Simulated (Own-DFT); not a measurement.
# What random displacements cost in beta-Si3N4, 42 atoms (N24Si18)

All numbers below are calculated, not measured. They come from Own-DFT, an in-house plane-wave density functional program, since retired, whose code no person has reviewed. Each row is one single-point run on a periodic cell that was not relaxed, without spin or spin-orbit coupling.

Settings of every run: PBE; PseudoDojo norm-conserving scalar-relativistic files; cutoff 42 hartree; 3 x 3 x 3 k mesh centred on Gamma; Fermi-Dirac smearing of 0.1 eV.

Known limits, some of them of some rows only: some atoms lie very close together; forces on such cells passed a denser k mesh, each cell not checked; stress not checked against mesh or cutoff.

Cell vectors in Å: (7.606, 0.000, 0.000); (-3.803, 6.587, 0.000); (0.000, 0.000, 8.727). In each run every atom was moved at random and independently from its ideal site; u is the rms move along one axis. E is the free energy for each atom above the fitted value at u = 0, and F the rms of the force components.

| run | u (Å) | E (meV/atom) | F (eV/Å) | largest force (eV/Å) | P (GPa) |
|---|---|---|---|---|---|
| 1 | 0.0196 | 20.4 | 0.890 | 4.44 | 5.72 |
| 2 | 0.0199 | 21.2 | 0.905 | 3.03 | 5.56 |
| 3 | 0.0218 | 19.2 | 0.844 | 3.07 | 5.64 |
| 4 | 0.0486 | 121.9 | 2.140 | 8.93 | 8.52 |
| 5 | 0.0554 | ? | ? | ? | ? |
| 6 | 0.0555 | 178.3 | 2.784 | 14.21 | 10.74 |
| 7 | 0.1037 | 537.2 | 4.767 | 17.88 | 20.52 |
| 8 | 0.1052 | 495.3 | 4.202 | 12.81 | 17.01 |
| 9 | 0.1166 | 655.6 | 5.742 | 25.69 | 22.75 |
| 10 | 0.1487 | 1058.1 | 6.907 | 21.75 | 32.08 |

## Worked fit

For small independent moves the energy grows as E = (3/2) K u², with K the mean stiffness felt by one atom. The runs with u up to 0.11 Å give K = 33.5 ± 1.8 eV/Å², with residuals divided by u² + 0.0006 Å², since the noise grows with the moves. The scatter is 13.2 meV/atom at u = 0.05 Å. The forces follow F = G u with G = 44.4 eV/Å²; no force at u = 0 is resolved. G exceeds K because the moves of its neighbours add to the force on an atom, and stiffness differs between atoms. At u = 0.149 Å the parabola gives 1112 meV/atom and the run 1058. The pressure follows P = 5.53 + 1228 u² GPa: at fixed volume, shortened bonds push harder than stretched ones pull.

## Withheld run

Question: what energy and rms force should run 5 give?

The fit gives 154 ± 18 meV/atom and about 2.46 eV/Å. The calculation gave 146.6 meV/atom and 2.248 eV/Å.
